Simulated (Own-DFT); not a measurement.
# Strain and stress in wurtzite AlGaN with randomly placed atoms, 72 atoms (Al9Ga27N36)

All numbers below are calculated, not measured. The program, named Own-DFT, is a retired in-house plane-wave density functional code that no person has reviewed. Each row is one single-point run on a periodic cell that was not relaxed, without spin or spin-orbit coupling.

Settings of every run: PBE; PseudoDojo norm-conserving scalar-relativistic files (stringent for Ga); cutoff 96 hartree; 4 x 4 x 3 k mesh centred on Gamma; Gaussian smearing of 0.01 eV.

Known limits: forces on such cells passed a denser k mesh, each cell not checked; stress not checked against mesh or cutoff.

Unstrained cell vectors in Å: (9.509, 0.000, 0.000); (-4.755, 8.235, 0.000); (0.000, 0.000, 10.268). The unstrained cell has measured lattice constants (interpolated for alloys), not those of this functional. That, the random moves and any unrelaxed bonds set the pressure at no strain. Each run strains this cell uniformly, with the atoms carried along. Every atom was also moved at random, by a Gaussian of width 0.05 Å on each axis. The random placing of the alloy's atoms differs from row to row. Strain is the symmetric tensor, in per cent. Stress is positive in tension, and the pressure is minus a third of its trace.

| run | e_xx (%) | e_yy (%) | e_zz (%) | s_xx (GPa) | s_yy (GPa) | s_zz (GPa) | P (GPa) | E (meV/atom) |
|---|---|---|---|---|---|---|---|---|
| 1 | 0.00 | 0.00 | 0.50 | -8.62 | -5.85 | -4.19 | 6.22 | 15.8 |
| 2 | 0.00 | 0.00 | -0.50 | -8.71 | -6.16 | -9.57 | 8.15 | 14.4 |
| 3 | 0.00 | 0.00 | 0.25 | -6.83 | -8.08 | -5.24 | 6.72 | 18.6 |
| 4 | 0.00 | 0.00 | -2.00 | -9.53 | -7.57 | -17.03 | 11.37 | 31.2 |
| 5 | 0.00 | 0.00 | -1.25 | -5.87 | -9.37 | -13.10 | 9.45 | 9.8 |
| 6 | 0.00 | 0.00 | 1.25 | -5.82 | -6.51 | -1.65 | 4.66 | 6.9 |
| 7 | 0.00 | 0.00 | 2.75 | -5.56 | -5.54 | 4.84 | 2.09 | 8.2 |
| 8 | 0.00 | 0.00 | 3.00 | -3.09 | -5.43 | 5.00 | 1.17 | 0.0 |
| 9 | 0.00 | 0.00 | -0.75 | ? | ? | ? | ? | ? |

E is the free energy for each atom above the lowest run shown.

## Worked fit

The change of volume is close to e_xx + e_yy + e_zz. A straight line through the runs shown gives P = 7.21 - 196 x (fractional change of volume) GPa, with an error of 4 on the slope and a scatter of 0.19 GPa. The strain isn't the same on all axes and the cell isn't cubic, so the slope belongs to this path and is not the bulk modulus.

## Withheld run

Question: what pressure should run 9 give? Its volume changes by -0.75 %.

The line gives 8.7 GPa. The calculation gave 8.65 GPa.
